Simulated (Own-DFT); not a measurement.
# How strain changes the stress of hcp Ru, 36 atoms (Ru36)

No measurement is shown. These are fixed-geometry runs of a retired plane-wave code named Own-DFT, which no person has reviewed; spin and spin-orbit coupling are neglected.

Common settings: PBE; PseudoDojo norm-conserving scalar-relativistic files; cutoff 50 hartree; 5 x 5 x 4 k mesh centred on Gamma; cold (Marzari-Vanderbilt) smearing of 0.2 eV.

Limits: forces on such cells failed a check on a denser k mesh; stress not checked against mesh or cutoff.

Unstrained cell vectors in Å: (8.118, 0.000, 0.000); (-4.059, 7.030, 0.000); (0.000, 0.000, 8.563). The unstrained cell has measured lattice constants (interpolated for alloys), not those of this functional. That, the random moves and any unrelaxed bonds set the pressure at no strain. Each run strains this cell uniformly, with the atoms carried along. Each atom got a random Gaussian move of width 0.05 Å along each axis. Strain is the symmetric tensor, in per cent. Stress is positive in tension, and the pressure is minus a third of its trace.

```
run,e_xx (%),e_yy (%),e_zz (%),e_yz (%),e_xz (%),e_xy (%),s_xx (GPa),s_yy (GPa),s_zz (GPa),s_yz (GPa),s_xz (GPa),s_xy (GPa),P (GPa),E (meV/atom)
1,1.08,-0.16,-0.46,-1.72,-2.00,-1.57,-2.63,-8.14,-10.33,-6.72,-7.80,-6.79,7.03,17.5
2,1.01,-1.64,-0.22,1.94,-0.82,1.68,-6.86,-17.87,-13.02,8.35,-3.32,7.37,12.58,55.3
3,0.81,1.82,-1.78,1.43,1.51,-1.27,-5.04,0.13,-16.89,5.20,6.34,-4.17,7.27,45.1
4,1.97,-1.32,1.51,0.63,1.44,-0.15,2.53,-9.48,3.38,2.37,5.11,-1.24,1.19,8.8
5,-1.88,-1.57,-1.18,-0.47,-1.36,-0.53,-26.52,-25.49,-25.03,-1.96,-5.85,-2.63,25.68,65.5
6,-1.59,0.72,0.50,0.64,1.81,0.20,-15.50,-5.29,-6.44,2.06,6.59,1.31,9.08,7.6
7,0.57,-1.43,1.48,1.08,1.92,0.15,-5.37,-12.47,-0.58,3.59,7.11,0.85,6.14,13.6
8,-0.51,1.27,-0.91,1.66,-0.13,-1.18,-9.89,-2.77,-12.72,6.38,-0.37,-4.23,8.46,0.0
9,1.60,-1.14,-1.90,-1.29,1.53,1.40,-5.30,-16.89,-21.17,-5.81,6.48,6.54,14.45,45.0
10,0.96,-0.35,-1.84,-1.52,-0.75,1.19,-6.79,-11.24,-19.80,-6.54,-2.93,5.21,12.61,20.7
11,0.20,-1.55,-1.39,0.78,1.86,-1.04,-12.68,-20.95,-22.71,4.38,8.23,-4.98,18.78,49.0
12,-1.68,1.22,-1.42,1.15,-0.16,-0.41,-20.30,-6.04,-19.81,4.40,-0.60,-1.59,15.38,32.3
13,1.24,1.11,-1.99,0.04,0.06,-0.01,-2.51,-3.53,-16.89,0.47,-0.15,0.13,7.65,14.5
14,-0.26,-1.44,-1.20,-0.03,1.94,1.16,-14.79,-22.09,-21.60,-0.16,7.74,5.40,19.49,55.8
15,-1.71,1.19,-0.72,1.89,-0.55,0.73,-18.72,-4.84,-14.63,6.95,-2.26,2.21,12.73,24.2
16,-1.73,-0.92,-0.70,-1.12,0.54,-0.92,?,?,?,?,?,?,?,?
```

The last column gives the free energy per atom over the lowest of the runs shown.

## Working it out

Each stress component was fitted by least squares to a constant and the strains of the runs shown, as fractions, with shears doubled. Shear strains stay in the fit of a normal stress only where such slopes are resolved. The slopes, in GPa:

| stress | at no strain | per e_xx | per e_yy | per e_zz | scatter |
|---|---|---|---|---|---|
| s_xx | -8.9 | 608 ± 19 | 195 ± 20 | 188 ± 22 | 0.89 |
| s_yy | -8.1 | 193 ± 17 | 661 ± 18 | 240 ± 19 | 0.79 |
| s_zz | -8.8 | 216 ± 16 | 244 ± 17 | 716 ± 18 | 0.73 |

The slope of each shear stress on twice its own strain, from a fit on all six strains: yz 212 ± 7, xz 201 ± 4, xy 215 ± 9 GPa. These are stiffnesses along x, y and z of the frame in which the cell vectors are given, with the crystal's c axis along z: C11, C12, C13 and C33. Hexagonal symmetry asks that xx and yy behave alike, which is a second check on the noise. The atoms are held to the strained lattice; where symmetry lets them move under strain, relaxing them would lower some slopes. Slopes across the diagonal should nearly agree, so their difference gauges the noise. A ninth of the table's sum, 362 ± 10 GPa, estimates the bulk modulus near the mean pressure of these runs, 11.9 GPa, so it lies above the value at zero pressure.

## Withheld run

Q: what normal stresses and pressure should run 16 give?

The fit gives s_xx = -22.5, s_yy = -19.2, s_zz = -19.8 and P = 20.5 GPa. Computed: -22.18, -19.16, -18.54 and P = 19.96 GPa.
